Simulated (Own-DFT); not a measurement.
Hf$_{36}$O$_{71}$ (tetragonal hafnia with one neutral oxygen vacancy, atoms displaced) (calculated)

Computed with Own-DFT development build. A calculation, not a measurement: plane-wave PBE and HSE06 DFT by an unreviewed code, no spin, of a simulated cell at Gamma alone, so results move with cell size and shape, stress positive in tension, energies less offsets, not probed for a lower state with spin; hafnium file: forces about 75 meV/angstrom off all-electron values; oxygen file: force components 24 meV/angstrom off all-electron in a glass; k mesh not checked against a denser one; forces and stress are PBE's, HSE06 gives the energy alone, and its difference from PBE has offsets of its own; offsets are fitted by least squares, one for each functional and potential file, so energies compare only between cells with the same atoms and settings and are not formation energies; the far tail of each file's local potential was reset to the Coulomb form; each entry is a single point on an unrelaxed cell, so the pressure reflects the starting lattice, taken from the Materials Project, from which strain is counted, and rises with the displacements; printed positions are rounded, which can move forces by about a meV/angstrom; the program is a retired in-house code; no spin-orbit coupling.

## Hf$_{36}$O$_{71}$ (tetragonal hafnia with one neutral oxygen vacancy, atoms displaced)

```
CELL_PARAMETERS angstrom
10.78000 0.00000 0.00000
0.00000 10.78000 0.00000
0.00000 0.00000 10.44930
ATOMIC_POSITIONS crystal
Hf 0.00691 0.00004 0.00186
Hf 0.16626 0.16552 0.25445
O 0.00306 0.16927 0.14969
O 0.16320 0.00592 0.34497
O 0.00529 0.17592 0.39888
O 0.15950 0.00080 0.10027
Hf 0.00218 0.01292 0.50314
Hf 0.16689 0.16968 0.74582
O 0.00101 0.16574 0.64944
O 0.16909 0.99899 0.85107
O 0.00276 0.16057 0.90172
O 0.16098 0.00399 0.60771
Hf 0.99867 0.33271 0.00176
Hf 0.17065 0.49420 0.25842
O 0.00128 0.49962 0.15477
O 0.16765 0.33237 0.34349
O 0.00448 0.50242 0.39460
O 0.15734 0.33480 0.09457
Hf 0.00854 0.34084 0.49851
Hf 0.16438 0.49402 0.74554
O 0.99946 0.49851 0.65068
O 0.17032 0.33750 0.84227
O 0.00019 0.49544 0.89883
O 0.17299 0.33479 0.60728
Hf 0.00188 0.66853 0.00068
Hf 0.16681 0.83858 0.24067
O 0.99505 0.83230 0.15221
O 0.17111 0.66844 0.34718
O 0.99557 0.82801 0.39854
O 0.17287 0.66148 0.09283
Hf 0.00277 0.66843 0.49133
Hf 0.17307 0.83252 0.74986
O 0.99314 0.83014 0.64957
O 0.16676 0.66729 0.84026
O 0.00302 0.83124 0.90035
O 0.17019 0.67124 0.59480
Hf 0.32640 0.99520 0.99826
Hf 0.50078 0.16794 0.25607
O 0.33637 0.16965 0.14338
O 0.50472 0.99852 0.34699
O 0.33095 0.17221 0.40641
O 0.49836 0.00414 0.09045
Hf 0.33139 0.99748 0.49618
Hf 0.50682 0.16390 0.75129
O 0.33462 0.16151 0.65784
O 0.50111 0.99478 0.84667
O 0.32990 0.17022 0.90108
Hf 0.32967 0.34122 0.00373
Hf 0.49253 0.50561 0.24164
O 0.32921 0.50347 0.15435
O 0.49975 0.33674 0.34882
O 0.33053 0.49604 0.40237
O 0.50543 0.33603 0.09861
Hf 0.33704 0.33023 0.50055
Hf 0.49276 0.50062 0.75303
O 0.32713 0.49618 0.65653
O 0.49867 0.34542 0.84803
O 0.32746 0.50806 0.90268
O 0.49875 0.34568 0.59596
Hf 0.33250 0.66063 0.99451
Hf 0.49766 0.83081 0.25649
O 0.32624 0.83546 0.15658
O 0.49735 0.66684 0.34771
O 0.33533 0.82712 0.40782
O 0.50453 0.67006 0.09172
Hf 0.32872 0.66981 0.50494
Hf 0.49614 0.84212 0.75017
O 0.33346 0.83565 0.65580
O 0.49588 0.66468 0.85054
O 0.32513 0.84245 0.90396
O 0.50167 0.66750 0.59605
Hf 0.67212 0.00286 0.00056
Hf 0.83063 0.16923 0.25295
O 0.66319 0.16801 0.15158
O 0.83545 0.99618 0.34639
O 0.66960 0.16527 0.40265
O 0.83360 0.00881 0.10483
Hf 0.66849 0.99760 0.49106
Hf 0.83031 0.17197 0.74204
O 0.67510 0.16546 0.65500
O 0.83789 0.99515 0.85575
O 0.67671 0.16266 0.89924
O 0.83506 0.00285 0.59452
Hf 0.66670 0.34041 0.00119
Hf 0.83364 0.50181 0.24586
O 0.66766 0.49459 0.15500
O 0.83352 0.32601 0.34437
O 0.67778 0.49995 0.40162
O 0.83167 0.33348 0.10032
Hf 0.66419 0.34052 0.50953
Hf 0.83343 0.49508 0.74975
O 0.65988 0.50096 0.65474
O 0.83364 0.33377 0.84921
O 0.65891 0.50461 0.90581
O 0.83378 0.33725 0.60088
Hf 0.68222 0.67289 0.99930
Hf 0.83607 0.83378 0.24832
O 0.66570 0.83442 0.15148
O 0.83548 0.66740 0.34883
O 0.66384 0.83346 0.40794
O 0.83497 0.66511 0.09501
Hf 0.66856 0.66255 0.49605
Hf 0.82501 0.84037 0.74971
O 0.67067 0.84869 0.64588
O 0.82840 0.66305 0.84610
O 0.66747 0.82769 0.90285
O 0.83549 0.66230 0.60421
```

* first functional: PBE
* second functional: HSE06
* exact exchange share: 0.25
* screening: 0.11 1/bohr
* exchange divergence: Gygi-Baldereschi
* potential files: PseudoDojo norm-conserving, scalar-relativistic, made for PBE, standard set
* wave cutoff: 48 hartree
* occupations: fixed
* k mesh: 1 x 1 x 1 centred on Gamma
* PBE energy of cell above offsets: -97.305 eV
* HSE06 less PBE above offsets: 0.032 eV
* PBE pressure: 2.34 GPa
* PBE stress xx: -1.95 GPa
* PBE stress yy: -2.48 GPa
* PBE stress zz: -2.59 GPa
* PBE stress yz: -0.07 GPa
* PBE stress xz: -0.77 GPa
* PBE stress xy: -0.19 GPa

Force:
| element | x (eV/Å) | y (eV/Å) | z (eV/Å) |
| --- | --- | --- | --- |
| Hf | -2.608 | 0.171 | -1.517 |
| Hf | -0.237 | 0.933 | -2.349 |
| O | -0.235 | -0.088 | 0.79 |
| O | 0.507 | -1.674 | 1.043 |
| O | 0.068 | -0.691 | 0.588 |
| O | 1.967 | -0.431 | 0.97 |
| Hf | -0.965 | -1.834 | 0.025 |
| Hf | 0.212 | -0.798 | 1.87 |
| O | -0.298 | 0.533 | -0.508 |
| O | -0.147 | 0.469 | -0.174 |
| O | 0.21 | 1.377 | -0.163 |
| O | 1.329 | -0.296 | -1.515 |
| Hf | -0.943 | -0.576 | -0.528 |
| Hf | -1.355 | 2 | -1.098 |
| O | 0.032 | 0.244 | -0.255 |
| O | -0.008 | -0.418 | 1.438 |
| O | 0.058 | -0.859 | 0.769 |
| O | 2.339 | 0.373 | 0.451 |
| Hf | -1.084 | -0.007 | 0.331 |
| Hf | -0.649 | 1.449 | 0.878 |
| O | 0.377 | -0.476 | -0.722 |
| O | -0.05 | -0.997 | 1.091 |
| O | -0.109 | 0.914 | 0.499 |
| O | -0.905 | -0.566 | -1.809 |
| Hf | 0.766 | -0.649 | -1.238 |
| Hf | -1.605 | -1.221 | 1.585 |
| O | 1.203 | -0.294 | -0.804 |
| O | -0.06 | 0.065 | -0.443 |
| O | 0.621 | 1.648 | -0.026 |
| O | -1.496 | 0.756 | 0.271 |
| Hf | -0.894 | 1.016 | 1.658 |
| Hf | -3.106 | 0.242 | 0.499 |
| O | 1.037 | 0.338 | 0.364 |
| O | 0.157 | -0.322 | 0.38 |
| O | 0.171 | -0.074 | 0.924 |
| O | -1.034 | -0.001 | 0.207 |
| Hf | 0.77 | 2.875 | 0.713 |
| Hf | 0.326 | 0.481 | -1.817 |
| O | -0.757 | 0.319 | 1.899 |
| O | -0.889 | 0.302 | 0.595 |
| O | 0.15 | -1.989 | -0.611 |
| O | -0.011 | -0.496 | 0.218 |
| Hf | 0.223 | 0.482 | 1.412 |
| Hf | -1.117 | 0.409 | 0.888 |
| O | 1.23 | -0.164 | -0.893 |
| O | 0.109 | 2.009 | -0.461 |
| O | 0.448 | 0.046 | 0.306 |
| Hf | 0.267 | -2.018 | -0.641 |
| Hf | 1.708 | -0.535 | 0.616 |
| O | 0.48 | -0.579 | -1.003 |
| O | -0.008 | -0.041 | -0.029 |
| O | -0.084 | 0.468 | 0.223 |
| O | -1.698 | 0.439 | -0.101 |
| Hf | 0.212 | 1.592 | 0.496 |
| Hf | 0.754 | 1.854 | -0.505 |
| O | 0.931 | 0.51 | -0.709 |
| O | -0.011 | -2.738 | 0.363 |
| O | 0.029 | -2.329 | -0.253 |
| O | -0.067 | -1.194 | 0.55 |
| Hf | 1.236 | 2.355 | 0.311 |
| Hf | 0.718 | -0.168 | -1.794 |
| O | 1.725 | 0.407 | -0.313 |
| O | 0.292 | -0.621 | -0.259 |
| O | -0.041 | 2.249 | -0.574 |
| O | -0.901 | -0.462 | 0.944 |
| Hf | 1.319 | -1.744 | -0.395 |
| Hf | 1.623 | -2.894 | -0.388 |
| O | 0.631 | 0.645 | -1.106 |
| O | -0.727 | 1.344 | -0.98 |
| O | 0.515 | -2.681 | -0.743 |
| O | -0.325 | 0.208 | -0.185 |
| Hf | -0.046 | -0.438 | 0.777 |
| Hf | 0.043 | -1.059 | -1.425 |
| O | 0.031 | -0.107 | 0.432 |
| O | -0.044 | 0.783 | 0.507 |
| O | -0.432 | 0.77 | 0.264 |
| O | 0.255 | -0.622 | -0.671 |
| Hf | 0.149 | 0.032 | 1.382 |
| Hf | 2.135 | -1.029 | 2.391 |
| O | -2.979 | 0.29 | -1.196 |
| O | -0.599 | 0.844 | -0.835 |
| O | -1.025 | 1.049 | -0.168 |
| O | 0.139 | 0.595 | 0.032 |
| Hf | 0.193 | -0.26 | -0.11 |
| Hf | -0.07 | -1.008 | 0.644 |
| O | -0.231 | 0.44 | -0.022 |
| O | 0.332 | 2.276 | 0.908 |
| O | -0.312 | -0.31 | 0.347 |
| O | 0.289 | 0.057 | -0.383 |
| Hf | 0.717 | 0 | -1.688 |
| Hf | -0.18 | 1.649 | -0.124 |
| O | 0.86 | -0.532 | -0.239 |
| O | -0.231 | -0.389 | -0.104 |
| O | 0.788 | -0.462 | 0.085 |
| O | 0.345 | -0.246 | -0.413 |
| Hf | -2.884 | -1.146 | -0.805 |
| Hf | -0.646 | 0.315 | 0.699 |
| O | 0.27 | -0.058 | 0.677 |
| O | -0.334 | -0.107 | -0.445 |
| O | -0.17 | -0.831 | -1.289 |
| O | 1.314 | -0.097 | 1.345 |
| Hf | 0.558 | 0.112 | 1.486 |
| Hf | 1.958 | -1.283 | -0.139 |
| O | -1.935 | 0.113 | 0.631 |
| O | 0.256 | 0.454 | 0.42 |
| O | 0.011 | 1.838 | -0.728 |
| O | -0.849 | -0.232 | -1.5 |
